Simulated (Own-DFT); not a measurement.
# A layer strained by its substrate: diamond-structure SiGeSn with randomly placed atoms, 64 atoms (Ge44Si16Sn4)

Source: density functional calculations with Own-DFT, an unreviewed in-house program that is no longer used. Nothing was measured or relaxed, and spin and spin-orbit coupling are left out.

Settings: PBE; PseudoDojo norm-conserving scalar-relativistic files; cutoff 49 hartree; 3 x 3 x 3 k mesh centred on Gamma; Fermi-Dirac smearing of 0.1 eV.

Caveats: forces on such cells moved up to 12 meV/angstrom on a denser k mesh; stress not checked against mesh or cutoff.

Unstrained cell vectors in Å: (11.306, 0.000, 0.000); (0.000, 11.306, 0.000); (0.000, 0.000, 11.306). The unstrained cell has measured lattice constants (interpolated for alloys), not those of this functional. That, the random moves and any unrelaxed bonds set the pressure at no strain. Each run strains x and y alike by e, as a substrate would, and holds the height along z. All atoms carry random offsets, Gaussian with a width of 0.05 Å per axis. The random placing of the alloy's atoms differs from row to row. Stress is positive in tension.

| e (%) | u (Å) | (s_xx + s_yy)/2 (GPa) | s_zz (GPa) |
|---|---|---|---|
| -2.50 | 0.046 | -9.70 | -7.84 |
| -2.25 | 0.048 | -8.64 | -7.11 |
| -2.00 | 0.047 | -8.26 | -6.80 |
| -1.75 | 0.051 | -7.76 | -6.53 |
| -1.00 | 0.050 | -6.20 | -5.39 |
| 1.25 | 0.052 | -2.23 | -3.04 |
| 1.50 | 0.047 | ? | ? |
| 1.75 | 0.048 | -1.25 | -2.56 |
| 2.75 | 0.050 | -0.04 | -1.70 |
| 3.00 | 0.051 | 0.67 | -1.25 |

## Working it out

With e as a fraction, the in-plane stress is -4.3 + 185 e - 843 e² GPa (errors 3 and 261, scatter 0.19), and s_zz is -4.3 + 116 e - 654 e² GPa (slope ± 3, scatter 0.15). At e = 0 the first slope is C11 + C12 and the second 2 C12, both with the ions held to the strained lattice and at the cell's own pressure. The term in e² is negative: the layer stiffens under compression and softens under tension. A free layer would change its height as e changes, and the in-plane slope would drop by 2 C12²/C11 to the biaxial modulus. At fixed height, a misfit of 1 % moves the in-plane stress by about 1.8 GPa and s_zz by 1.2 GPa.

## The run left out

Q: what are the two stresses at e = 1.50 %?

The fitted form gives -1.7 and -2.7 GPa. The run itself gave -1.63 and -2.67 GPa.
